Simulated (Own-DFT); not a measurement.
# Computed records: Hf$_{36}$O$_{71}$ (tetragonal hafnia with one neutral oxygen vacancy, atoms displaced)

A calculation, not a measurement: plane-wave PBE and HSE06 DFT by an unreviewed code, no spin, of a simulated cell at Gamma alone, so results move with cell size and shape, stress positive in tension, energies less offsets, not probed for a lower state with spin; hafnium file: forces about 75 meV/angstrom off all-electron values; oxygen file: force components 24 meV/angstrom off all-electron in a glass; k mesh not checked against a denser one; forces and stress are PBE's, HSE06 gives the energy alone, and its difference from PBE has offsets of its own; offsets are fitted by least squares, one for each functional and potential file, so energies compare only between cells with the same atoms and settings and are not formation energies; the far tail of each file's local potential was reset to the Coulomb form; each entry is a single point on an unrelaxed cell, so the pressure reflects the starting lattice, taken from the Materials Project, from which strain is counted, and rises with the displacements; printed positions are rounded, which can move forces by about a meV/angstrom; the program is a retired in-house code; no spin-orbit coupling. Program: Own-DFT development build.

Common to all runs: first functional PBE; second functional HSE06; exact exchange share 0.25; screening 0.11 1/bohr; exchange divergence Gygi-Baldereschi; potential files PseudoDojo norm-conserving, scalar-relativistic, made for PBE, standard set; wave cutoff 48 hartree; occupations fixed; k mesh 1 x 1 x 1 centred on Gamma.

(1) Hf$_{36}$O$_{71}$ (tetragonal hafnia with one neutral oxygen vacancy, atoms displaced)

```xyz
107
Lattice="10.7800 0.0000 0.0000 0.0000 10.7800 0.0000 0.0000 0.0000 10.4493" Properties=species:S:1:pos:R:3 Hf36O71
Hf     0.1387     0.0928    10.3914
Hf     1.8005     1.8145     2.6927
O      0.0813     1.7648     1.5730
O      1.7253    10.7404     3.5787
O      1.7478     0.0649     1.0947
Hf     0.0335     0.1633     5.3052
Hf     1.7994     1.6932     7.9225
O     10.7261     1.8273     6.9636
O      1.8884     0.1091     9.0453
O      0.0217     2.0141     9.3794
O      1.8860    10.7274     6.1719
Hf     0.0998     3.5780     0.0040
Hf     1.8036     5.3489     2.6704
O      0.0122     5.5100     1.5836
O      1.6864     3.6762     3.6011
O     10.7162     5.4246     4.1876
O      1.8149     3.5420     1.0055
Hf     0.0570     3.4086     5.1988
Hf     1.7638     5.3243     7.8687
O      0.1002     5.5254     6.7906
O      1.8468     3.6457     8.9003
O     10.7081     5.4170     9.5711
O      1.8109     3.4619     6.2353
Hf    10.6662     7.1510     0.0004
Hf     1.8404     8.9069     2.4647
O      0.0224     9.0810     1.4775
O      1.8005     7.1636     3.5557
O      0.2467     8.9102     4.1103
O      1.8706     7.1920     1.0470
Hf     0.0891     7.1497     5.2819
Hf     1.6934     9.0426     7.7940
O      0.0510     9.0748     6.8205
O      1.7395     7.1684     9.0138
O      0.0889     8.9613     9.4977
O      1.8484     7.2532     6.1795
Hf     3.6012    10.7215    10.3711
Hf     5.4005     1.7382     2.5933
O      3.6913     1.6882     1.5794
O      5.3780    10.7049     3.7455
O      3.5426     1.6860     4.2859
O      5.4108     0.1294     0.9888
Hf     3.4706    10.7650     5.2966
Hf     5.2178     1.8188     7.8527
O      3.6667     1.6977     6.7613
O      5.3925     0.0537     8.7833
O      3.6472     1.9741     9.4265
O      5.3138    10.7111     6.3373
Hf     3.7241     3.7223     0.1313
Hf     5.4536     5.2785     2.7172
O      3.7476     5.4068     1.5109
O      5.3931     3.4619     3.6426
O      3.5000     5.4282     4.2148
O      5.3891     3.5763     1.0278
Hf     3.6068     3.6152     5.2939
Hf     5.2507     5.3249     7.7708
O      3.4743     5.3407     6.8431
O      5.5415     3.6473     8.8735
O      3.9054     5.3872     9.4316
O      5.4009     3.5982     6.1861
Hf     3.6208     7.1812     0.0585
Hf     5.3941     8.9645     2.6872
O      3.6865     9.0168     1.6078
O      5.3418     7.1321     3.5732
O      3.6016     9.0822     4.2156
O      5.3274     7.1952     0.9098
Hf     3.5571     7.1618     5.1237
Hf     5.3507     8.8729     7.8961
O      3.6543     8.9051     6.8870
O      5.3043     7.1990     8.8456
O      3.6924     9.0218     9.4773
O      5.3600     7.1762     6.3920
Hf     7.1836    10.7700     0.1467
Hf     8.8585     1.7713     2.5316
O      7.1893     1.7254     1.5316
O      8.9122    10.7508     3.5667
O      7.1234     1.6985     4.1627
O      9.0670    10.7496     0.9540
Hf     7.0890     0.1037     5.2353
Hf     9.0234     1.7962     7.8275
O      7.1625     1.6371     6.9745
O      9.0191     0.0753     8.9481
O      7.1589     1.7837     9.4518
O      8.9721    10.7296     6.3516
Hf     7.1002     3.6156    10.4490
Hf     8.9311     5.3289     2.5151
O      7.0175     5.3065     1.5448
O      9.0398     3.5061     3.7155
O      7.1520     5.5070     4.0763
O      8.9637     3.5686     1.0871
Hf     7.1620     3.5744     5.2761
Hf     9.0041     5.2653     7.8283
O      7.3333     5.3755     6.8562
O      8.9390     3.6445     8.9017
O      7.2307     5.3923     9.5033
O      8.9716     3.5597     6.2949
Hf     7.1409     7.1050    10.4310
Hf     9.0773     8.9572     2.6446
O      7.1657     9.0518     1.4838
O      8.9088     7.1651     3.6099
O      7.0922     8.9990     4.2324
O      9.0257     7.1753     0.9785
Hf     7.2072     7.2386     5.0880
Hf     8.9084     9.0526     7.7494
O      7.1988     8.9328     6.7609
O      9.1256     7.1031     8.8750
O      7.0577     8.9276     9.4422
O      9.0377     7.1781     6.2749
```

| Property | Result |
| --- | --- |
| PBE energy of cell above offsets | -90.064 eV |
| HSE06 less PBE above offsets | 0.486 eV |
| PBE pressure | 3.96 GPa |
| PBE stress xx | -5.01 GPa |
| PBE stress yy | -2.83 GPa |
| PBE stress zz | -4.05 GPa |
| PBE stress yz | 1.01 GPa |
| PBE stress xz | -1.07 GPa |
| PBE stress xy | -0.02 GPa |

Force:
```csv
element,x (eV/Å),y (eV/Å),z (eV/Å)
Hf,-2.808,-1.536,1.709
Hf,1.025,-2.011,-1.643
O,-1.499,0.713,1.112
O,-0.47,1.673,0.81
O,2.219,-0.5,-0.824
Hf,-0.625,-2.769,-2.008
Hf,1.313,4.01,-0.115
O,3.38,-0.955,-3.018
O,-0.661,-1.342,-1.937
O,0.642,-3.523,-0.941
O,-5.784,0.701,4.313
Hf,-1.402,2.387,1.481
Hf,-0.763,2.826,-2.496
O,-0.071,-0.928,1.18
O,-0.11,-2.691,1.755
O,0.383,-1.125,0.319
O,1.354,0.611,0.979
Hf,-1.261,2.313,-0.322
Hf,-1.028,2.294,1.408
O,-0.27,-1.297,0.747
O,-0.355,-0.633,-0.652
O,0.94,-2.763,-1.689
O,-0.164,-0.15,0.039
Hf,2.668,1.304,-0.811
Hf,-1.571,0.758,0.944
O,-0.234,-0.875,1.35
O,1.009,-0.583,0.82
O,-2.174,0.784,1.199
O,-0.509,0.248,0.515
Hf,-1.747,0.138,-1.378
Hf,2.185,-3.041,2.166
O,-1.119,0.228,-0.556
O,1.054,-0.494,-2.67
O,0.599,2.036,-1.565
O,0.311,0.328,0.967
Hf,1.531,2.177,2.141
Hf,-0.768,-2.368,-0.236
O,-1.697,1.128,1.119
O,0.558,1.432,-1.333
O,-0.319,2.963,-0.935
O,-0.959,-0.652,0.734
Hf,6.652,-0.945,-2.575
Hf,3.967,-1.578,2.536
O,-3.448,1.051,0.044
O,-1.069,-0.399,1.082
O,-0.384,-1.349,-0.585
O,0.741,0.58,-1.583
Hf,-2.355,-0.735,-1.85
Hf,-1.111,0.785,-1.117
O,-1.71,-0.677,1.613
O,-0.193,1.539,0.812
O,0.653,-2.607,-0.246
O,1.173,-0.905,1.902
Hf,-0.945,-1.252,-1.277
Hf,2.19,2.553,1.504
O,0.71,-0.838,-1.236
O,-0.433,-0.603,-0.749
O,-1.56,-0.298,-0.069
O,-0.552,0.479,0.999
Hf,-0.952,0.073,-1.783
Hf,0.744,0.746,-0.815
O,-0.467,0.391,-0.536
O,-0.26,0.3,0.769
O,-0.239,-2.553,-0.308
O,2.475,0.382,1.713
Hf,0.977,3.161,1.537
Hf,1.549,2.086,-0.801
O,-3.027,0.544,-0.28
O,0.593,-2.26,0.421
O,-0.648,-0.892,-0.374
O,0.097,-1.251,-2.657
Hf,0.971,-0.418,-3.202
Hf,2.288,-0.279,-0.259
O,-0.611,0.583,0.855
O,0.968,0.717,1.153
O,0.585,2.887,-0.128
O,-0.273,0.89,1.032
Hf,-1.151,-2.963,2.272
Hf,-4.382,0,3.252
O,-0.259,1.099,-2.318
O,0.59,-0.804,-1.442
O,0.333,0.593,1.151
O,0.933,0.79,-1.696
Hf,1.869,-1.355,-1.977
Hf,1.445,0.32,0.624
O,2.209,0.475,0.272
O,-0.322,-0.127,-0.486
O,-0.101,-3.187,0.799
O,0.142,0.363,0.125
Hf,2.093,0.566,-0.388
Hf,0.927,2.691,0.721
O,-3.049,-0.802,-1.353
O,0.201,-1.706,-0.028
O,0.006,-0.083,-0.85
O,0.746,-0.595,-0.858
Hf,0.059,2.149,-0.394
Hf,0.395,0.256,-1.703
O,0.325,-0.597,2.328
O,-0.204,0.433,-0.358
O,0.338,0.171,-0.765
O,-3.362,-0.277,2.016
Hf,0.784,0.519,3.21
Hf,-0.224,-1.277,1.694
O,-0.211,-0.006,0.371
O,-0.855,1.37,-0.758
O,1.032,0.354,-0.475
O,-0.215,0.903,-1.199
```

(2) Hf$_{36}$O$_{71}$ (tetragonal hafnia with one neutral oxygen vacancy, atoms displaced)

```xyz
107
Lattice="10.7800 0.0000 0.0000 0.0000 10.7800 0.0000 0.0000 0.0000 10.4493" Properties=species:S:1:pos:R:3 Hf36O71
Hf    10.7657    10.7273     0.0181
Hf     1.7500     1.7761     2.6226
O      0.0005     1.7900     1.6187
O      1.7942    10.7530     3.6322
O      0.0259     1.7488     4.2151
O      1.7951     0.0132     0.9960
Hf     0.0423     0.0593     5.2424
Hf     1.7567     1.7938     7.8312
O     10.7341     1.7897     6.8335
O      1.7889    10.7174     8.8814
O      0.0632     1.8147     9.4654
O      1.7903    10.7462     6.2543
Hf    10.7107     3.6283     0.0041
Hf     1.7555     5.3764     2.5893
O     10.7578     5.3344     1.6055
O      1.8382     3.6310     3.6388
O     10.7249     5.3718     4.2464
O      1.7859     3.6151     1.0727
Hf    10.7764     3.5902     5.2022
Hf     1.7950     5.3583     7.8495
O     10.7708     5.3554     6.8718
O      1.7981     3.5688     8.8683
O     10.6974     5.3688     9.3889
O      1.8378     3.5799     6.2289
Hf    10.7365     7.1697     0.0198
Hf     1.7429     9.0008     2.5120
O      0.0251     8.9543     1.5600
O      1.8157     7.1537     3.6251
O      0.0008     9.0204     4.2310
O      1.7660     7.1945     0.9996
Hf    10.7592     7.1800     5.2726
Hf     1.7606     8.9655     7.8123
O      0.0406     8.9473     6.8125
O      1.8170     7.1353     8.8655
O      0.0218     9.0153     9.4149
O      1.7387     7.2020     6.2575
Hf     3.5409    10.7693     0.0487
Hf     5.3608     1.7387     2.5982
O      3.5719     1.7446     1.5804
O      5.3610    10.7721     3.5742
O      3.6020     1.7711     4.2041
O      5.4346     0.0195     1.0367
Hf     3.6231    10.7645     5.2244
Hf     5.4100     1.8173     7.8181
O      3.6070     1.7609     6.8556
O      5.4560    10.7685     8.8649
O      3.6677     1.8129     9.3919
O      5.4250    10.7660     6.2729
Hf     3.6102     3.6000     0.0175
Hf     5.3898     5.3688     2.6070
O      3.6611     5.3774     1.5800
O      5.3639     3.5817     3.6089
O      3.5789     5.4122     4.2482
O      5.4382     3.6372     1.0148
Hf     3.5805     3.5783     5.2445
Hf     5.3660     5.4538     7.8740
O      3.6230     5.4094     6.8414
O      5.4138     3.5854     8.8556
O      3.6173     5.4347     9.4165
O      5.3883     3.5391     6.2628
Hf     3.5550     7.1393    10.3473
Hf     5.4193     8.9641     2.5877
O      3.6185     8.9929     1.6215
O      5.2995     7.1898     3.5980
O      3.5522     8.9663     4.2492
O      5.3986     7.1802     1.0379
Hf     3.6031     7.1809     5.2501
Hf     5.3716     8.9604     7.8705
O      3.5711     8.9766     6.7820
O      5.3792     7.2516     8.8351
O      3.5798     8.9839     9.4774
O      5.3721     7.1991     6.2401
Hf     7.1702    10.7431     0.0347
Hf     8.9717     1.7875     2.5713
O      7.2032     1.7489     1.5563
O      9.0276     0.0221     3.6445
O      7.1449     1.7902     4.1327
O      9.0132    10.7349     1.0174
Hf     7.1681    10.7141     5.2714
Hf     9.0377     1.8356     7.8681
O      7.2512     1.8093     6.8313
O      9.0398     0.0154     8.9029
O      7.1834     1.7614     9.4328
O      9.0271     0.0118     6.2134
Hf     7.2178     3.6455     0.0311
Hf     8.9392     5.3665     2.6190
O      7.2336     5.4236     1.5551
O      9.0239     3.5683     3.5976
O      7.1570     5.4256     4.2189
O      9.0025     3.5923     0.9892
Hf     7.1635     3.6112     5.2171
Hf     8.9357     5.3689     7.8577
O      7.2107     5.4121     6.8207
O      8.9590     3.5846     8.8501
O      7.1847     5.3994     9.4367
Hf     7.2012     7.2108    10.4202
Hf     9.0029     8.9219     2.5563
O      7.2024     8.9643     1.5682
O      8.9751     7.2133     3.6260
O      7.2195     8.9823     4.1755
O      9.0258     7.2008     1.0051
Hf     7.2056     7.1996     5.2064
Hf     8.9510     8.9931     7.8183
O      7.1414     8.9723     6.8629
O      8.9118     7.2542     8.8448
O      7.2093     9.0098     9.4275
O      8.9696     7.2009     6.2691
```

| Item | Value |
| --- | --- |
| PBE energy of cell above offsets | -100.451 eV |
| HSE06 less PBE above offsets | -0.120 eV |
| PBE pressure | 1.2 GPa |
| PBE stress xx | -1.66 GPa |
| PBE stress yy | 0 GPa |
| PBE stress zz | -1.93 GPa |
| PBE stress yz | -0.09 GPa |
| PBE stress xz | -0.22 GPa |
| PBE stress xy | 0.1 GPa |

Force:
```csv
element,x (eV/Å),y (eV/Å),z (eV/Å)
Hf,-0.244,0.969,-1.083
Hf,0.657,0.363,0.378
O,-0.17,0.069,-0.234
O,0.05,0.376,-0.531
O,0.445,1.824,-0.177
O,-0.625,-0.3,0.868
Hf,-0.719,-1.753,-0.617
Hf,1.023,-0.746,0.673
O,1.075,0.677,-0.543
O,0.258,1.204,-0.378
O,-0.266,-0.054,-0.09
O,0.442,0.577,0.244
Hf,1.969,-0.675,-0.165
Hf,1.345,0.344,0.508
O,-0.518,0.435,-0.238
O,-0.379,-0.784,0.023
O,0.097,0.166,-0.187
O,0.116,0.036,-0.875
Hf,-0.363,0.097,0.337
Hf,-0.065,0.082,-0.473
O,-0.252,-0.404,-0.456
O,0.25,0.698,-0.066
O,0.181,0.637,0.755
O,-1.072,-0.113,0.476
Hf,1.155,0.382,-1.273
Hf,1.866,-0.802,2.46
O,-0.944,0.089,-0.549
O,-0.606,0.401,-0.604
O,-0.05,-0.904,-0.298
O,0.212,-0.331,-0.186
Hf,0.533,0.926,-0.792
Hf,0.574,0.053,0.166
O,-1.367,-0.007,0.254
O,-0.085,0.195,-0.084
O,-0.102,-1.598,0.264
O,0.79,-0.604,0.106
Hf,1.436,0.449,-1.032
Hf,0.782,0.53,0.079
O,-0.11,0.371,-0.12
O,0.018,-0.648,0.971
O,-0.091,0.311,0.161
O,-1.059,-0.222,0
Hf,-0.434,-0.529,0.033
Hf,0.309,-0.473,0.932
O,-0.629,-0.001,-0.464
O,-0.371,-0.291,-0.236
O,-0.513,-0.255,0.961
O,-0.462,0.14,-0.464
Hf,-0.02,-0.634,-0.026
Hf,-0.349,0.404,0.064
O,-1.419,-0.037,-0.113
O,0.109,0.177,0.081
O,0.303,-0.851,-0.04
O,-0.421,-0.203,-0.001
Hf,0.711,0.097,-0.898
Hf,0.521,-1.223,-0.594
O,-0.534,-0.095,0.161
O,-0.083,1.128,-0.023
O,0.216,-1.773,-0.543
O,0.254,0.288,-0.348
Hf,0.256,1.644,2.301
Hf,-0.87,-0.307,0.028
O,-0.558,0.385,-0.237
O,0.675,-0.057,0.379
O,0.378,0.385,-0.115
O,0.168,0.062,-1.079
Hf,-0.887,0.536,-0.763
Hf,-0.727,2.128,-0.64
O,0.37,-0.037,0.937
O,0.164,-1.408,0.935
O,0.154,-0.188,-0.414
O,0.981,-0.23,0.118
Hf,0.222,1.416,-0.926
Hf,-0.586,-1.352,0.836
O,-0.01,0.466,0.244
O,-0.357,-0.435,-0.942
O,0.062,0.085,1.141
O,-0.237,-0.079,0.36
Hf,1.244,1.451,-0.83
Hf,-1.694,-1.455,0.296
O,0.09,0.454,-0.451
O,0.08,-0.244,-0.731
O,0.209,0.845,0.456
O,-0.938,-0.636,0.575
Hf,-1.091,-1.759,-1.042
Hf,0.813,0.298,0.603
O,-0.26,-0.254,0.323
O,-0.266,0.316,0.442
O,0.296,-0.539,-0.411
O,-0.709,0.056,0.712
Hf,0.134,-1.213,0.131
Hf,0.717,0.599,-0.329
O,-0.87,-0.462,-0.095
O,0.08,0.395,0.016
O,0.028,0.389,-0.241
Hf,-0.456,0.357,0.518
Hf,-0.024,1.896,1.304
O,0.203,-0.215,-0.028
O,-0.103,-0.988,-0.092
O,-0.373,-0.172,0.272
O,-0.865,0.01,0.42
Hf,-0.36,0.131,0.471
Hf,0.766,0.946,0.164
O,0.664,0.097,-0.834
O,0.318,-0.935,0.294
O,-0.072,-0.695,-0.027
O,-0.133,0.123,-0.2
```
